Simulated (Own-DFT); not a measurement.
# A layer strained by its substrate: diamond-structure SiGeSn with randomly placed atoms, 64 atoms (Ge44Si16Sn4)

No measurement is shown. These are fixed-geometry runs of a retired plane-wave code named Own-DFT, which no person has reviewed; spin and spin-orbit coupling are neglected.

Common settings: PBE; PseudoDojo norm-conserving scalar-relativistic files; cutoff 49 hartree; 3 x 3 x 3 k mesh centred on Gamma; Fermi-Dirac smearing of 0.1 eV.

Keep in mind: forces on such cells moved up to 12 meV/angstrom on a denser k mesh; stress not checked against mesh or cutoff.

Unstrained cell vectors in Å: (11.306, 0.000, 0.000); (0.000, 11.306, 0.000); (0.000, 0.000, 11.306). The unstrained cell has measured lattice constants (interpolated for alloys), not those of this functional. That, the random moves and any unrelaxed bonds set the pressure at no strain. Each run strains x and y alike by e, as a substrate would, and holds the height along z. Random moves of width 0.05 Å per axis were added to every atom. The random placing of the alloy's atoms differs from row to row. Stress is positive in tension.

```
e (%)  u (Å)  (s_xx + s_yy)/2 (GPa)  s_zz (GPa)
-3.00  0.048                 -10.75       -8.40
-2.50  0.048                      ?           ?
-1.75  0.052                  -7.87       -6.59
-1.00  0.047                  -6.11       -5.44
-0.50  0.048                  -5.12       -4.80
-0.25  0.047                  -4.62       -4.43
 0.50  0.051                  -3.22       -3.49
 0.75  0.053                  -3.09       -3.69
 1.25  0.049                  -2.14       -2.82
 2.25  0.052                  -0.70       -2.11
```

## What the rows give

With e as a fraction, the in-plane stress is -4.2 + 182 e - 1216 e² GPa (errors 2 and 130, scatter 0.10), and s_zz is -4.2 + 114 e - 885 e² GPa (slope ± 4, scatter 0.15). At e = 0 the first slope is C11 + C12 and the second 2 C12, both with the ions held to the strained lattice and at the cell's own pressure. The term in e² is negative: the layer stiffens under compression and softens under tension. A free layer would change its height as e changes, and the in-plane slope would drop by 2 C12²/C11 to the biaxial modulus. At fixed height, a misfit of 1 % moves the in-plane stress by about 1.8 GPa and s_zz by 1.1 GPa.

## Prediction

Question: what are the two stresses at e = -2.50 %?

Estimate: -9.5 and -7.6 GPa. The hidden result is -9.27 and -7.41 GPa.
